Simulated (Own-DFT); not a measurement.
# Computed records: Ti$_{5}$Si$_{3}$ (Ti5Si3 crystal, atoms displaced)

A calculation, not a measurement: plane-wave PBEsol density functional theory by an unreviewed code, no spin, of a simulated periodic cell, stress positive in tension, free energy of the whole cell less one offset for each atom, forces on such cells passed a denser k mesh, this cell's mesh not checked; offsets are fitted by least squares, one for each functional and potential file, so energies compare only between cells with the same atoms and settings and are not formation energies; the far tail of each file's local potential was reset to the Coulomb form; each entry is a single point on an unrelaxed cell, so the pressure reflects the starting lattice, taken from the Materials Project, from which strain is counted, and rises with the displacements; printed positions are rounded, which can move forces by about a meV/angstrom; the program is a retired in-house code; no spin-orbit coupling. Program: Own-DFT development build.

## Ti$_{5}$Si$_{3}$ (Ti5Si3 crystal, atoms displaced)

```
cell vectors (Å)
   7.4471     0.0000    -5.1150
   3.7235     6.4494     5.1150
   3.7235    -6.4494     5.1150
atoms (fractions of the cell vectors)
Ti  0.00585  0.33294  0.66407
Ti  0.14947  0.48555  0.17149
Ti  0.33581  0.32944  0.01087
Ti  0.81998  0.50455  0.82678
Ti  0.07412  0.17344  0.17601
Ti  0.82845  0.41774  0.16434
Ti  0.49855  0.50560  0.74787
Ti  0.83181  0.16077  0.92016
Ti  0.16861  0.58541  0.83458
Ti  0.25274  0.49678  0.49911
Si  0.31571  0.28507  0.28611
Si  0.94514  0.65887  0.04938
Si  0.62361  0.38174  0.99009
Si  0.70615  0.28728  0.67422
Si  0.04058  0.34315  0.94875
Si  0.02242  0.38176  0.36930
Ti  0.66102  0.66634  0.00625
Ti  0.83488  0.83182  0.50564
Ti  0.99916  0.67618  0.33041
Ti  0.49537  0.83142  0.17018
Ti  0.73597  0.50465  0.50438
Ti  0.50776  0.75021  0.50682
Ti  0.17138  0.84121  0.07382
Ti  0.49860  0.48841  0.25577
Ti  0.83254  0.92610  0.17099
Ti  0.91676  0.82984  0.83069
Si  0.99062  0.61930  0.62854
Si  0.61802  0.99632  0.38115
Si  0.28584  0.71099  0.31523
Si  0.37679  0.61062  0.01463
Si  0.73143  0.67958  0.29024
Si  0.67292  0.71802  0.71028
Ti  0.33644  0.99317  0.33230
Ti  0.50114  0.16200  0.82856
Ti  0.66867  0.99802  0.66009
Ti  0.17045  0.16468  0.50558
Ti  0.41773  0.82715  0.82560
Ti  0.16970  0.08456  0.82857
Ti  0.83117  0.17056  0.41491
Ti  0.16792  0.82969  0.57806
Ti  0.50709  0.25109  0.50060
Ti  0.58071  0.15892  0.16349
Si  0.66074  0.95358  0.95559
Si  0.28267  0.31584  0.72364
Si  0.95612  0.03630  0.65449
Si  0.04875  0.95199  0.33275
Si  0.37873  0.01398  0.61163
Si  0.34222  0.04606  0.04978
```

Here we set functional PBEsol, potential files PseudoDojo norm-conserving, scalar-relativistic, made for PBE, standard set, wave cutoff 42 hartree, occupations cold (Marzari-Vanderbilt), smearing width 0.2 eV and k mesh 4 x 4 x 4 centred on Gamma.

The calculation gives: free energy of cell above offsets 1.154 eV; pressure -1.85 GPa; stress xx 1.44 GPa; stress yy 1.79 GPa; stress zz 2.31 GPa; stress yz 0.26 GPa; stress xz -0.27 GPa; stress xy -0.35 GPa.

Force:
```csv
element,x (eV/Å),y (eV/Å),z (eV/Å)
Ti,-0.926,0.017,0.609
Ti,1.609,2.599,-0.945
Ti,-0.651,0.697,-0.425
Ti,0.951,-0.626,-0.581
Ti,-0.185,0.527,-0.992
Ti,0.597,-0.355,-0.114
Ti,-0.33,-0.586,-0.099
Ti,0.138,0.812,-0.136
Ti,-0.307,-0.34,0.006
Ti,0.08,-0.2,0.391
Si,0.288,-0.804,-0.153
Si,0.286,0.057,-0.376
Si,-1.07,-0.204,0.044
Si,1.14,-0.499,-0.266
Si,0.325,0.018,-0.12
Si,-0.566,-2.031,1.851
Ti,-0.159,0.406,-0.204
Ti,-0.167,0.598,-0.332
Ti,0.5,-1.27,-0.643
Ti,0.543,0.254,-0.799
Ti,0.683,-0.111,-0.605
Ti,-1.411,1.119,-0.061
Ti,-1.113,-1.154,0.058
Ti,0.711,0.855,0.038
Ti,-0.566,-0.11,-0.279
Ti,-0.058,-0.192,0.308
Si,-0.585,0.641,-0.56
Si,-0.184,-0.504,-0.509
Si,-0.006,-0.46,-0.105
Si,0.429,0.266,0.442
Si,-1.998,0.465,0.615
Si,0.811,-0.911,0.242
Ti,-0.142,0.399,0.723
Ti,0.256,-0.36,0.543
Ti,0.39,-0.276,0.774
Ti,-0.743,0.456,-0.218
Ti,0.324,-0.209,0.554
Ti,-0.134,-0.635,0.1
Ti,0.492,-0.185,-0.083
Ti,0.175,0.106,0.175
Ti,-1.203,0.362,0.283
Ti,0.224,0.572,0.28
Si,-1,-0.127,-0.123
Si,0.616,0.957,-0.04
Si,0.463,0.852,0.535
Si,0.734,-0.626,0.651
Si,0.488,-0.876,-0.206
Si,0.252,0.613,-0.248
```
